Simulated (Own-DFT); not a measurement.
# A pressure from energies alone: monoclinic HfO2, 94 atoms (Hf32O62), with two O vacancies

All values are computed. Each geometry was run twice at fixed positions with Own-DFT, a retired in-house plane-wave program that no person has reviewed: with PBE, and with HSE06 (exact exchange share 0.25 at short range, screening 0.11 per bohr, Gygi-Baldereschi treatment of its divergence). Both used PseudoDojo norm-conserving files made for PBE, a cutoff of 48 hartree, the Gamma point alone, fixed occupations, a neutral cell and no spin. With Gamma alone and a thickness of 10.1 Å, finite-size errors remain in every number. The hafnium file keeps the 4f electrons in the core, and its forces lie about 75 meV/Å off all-electron values. The oxygen file's force components were 24 meV/Å off all-electron values in a glass.

Unstrained cell vectors in Å: (10.234, 0.000, 0.000); (0.000, 10.350, 0.000); (-1.696, 0.000, 10.445), volume V0 = 1106.4 Å³, from measured lattice constants. Each geometry has its own random strain of a few per cent, its own defect sites and random moves of rms u per axis. HSE06 gave the energy alone. D is its energy less that of PBE, over the lowest D shown. The PBE stress wasn't checked against mesh or cutoff.

```
run  V - V0 (Å³)   u (Å)  P with PBE (GPa)  D (eV)
  1        -41.5  0.0309             14.42   0.238
  2        -20.7  0.0284              8.60   0.710
  3         -4.0  0.0501              5.25   1.372
  4        -36.0  0.0292             11.82   0.296
  5        -34.0  0.0306             12.09   0.297
  6        -23.4  0.0307              8.99   0.589
  7         11.1  0.0513              3.90   1.500
  8        -31.6  0.0495             12.34   0.788
  9        -30.9  0.0315             11.49   0.404
 10        -45.6  0.0315             16.14   0.000
 11        -11.6  0.0288              5.45       ?
```

## Analysis

D = 0.84 + 0.0202 (V - V0) + 212 u² eV, with an error of 0.0025 on the volume slope, 57 on the last term and a scatter of 0.09 eV. Pressure is -dE/dV, and 1 eV/Å³ is 160.2 GPa, so HSE06 changes the pressure by -3.2 ± 0.4 GPa. With the ions held to the strained lattice, the PBE pressure falls by 266 ± 26 GPa per unit of volume strain; the shape of the strain isn't fitted, so the true error is larger, and a relaxed crystal would be softer. On that slope HSE06's volume at a given pressure is about 1.2 % smaller, or 0.4 % in lengths. At u = 0 and V0 the PBE pressure is 3.2 GPa, which puts the zero-pressure volume, against the measured cell and with the defects in, at +1.2 % for PBE and -0.0 % for HSE06, each good to a few tenths of a per cent.

## Withheld run

Asked: what D should run 11 give?

The fit gives 0.78 eV, with rows scattering by 0.09. The run itself gave 1.007 eV.
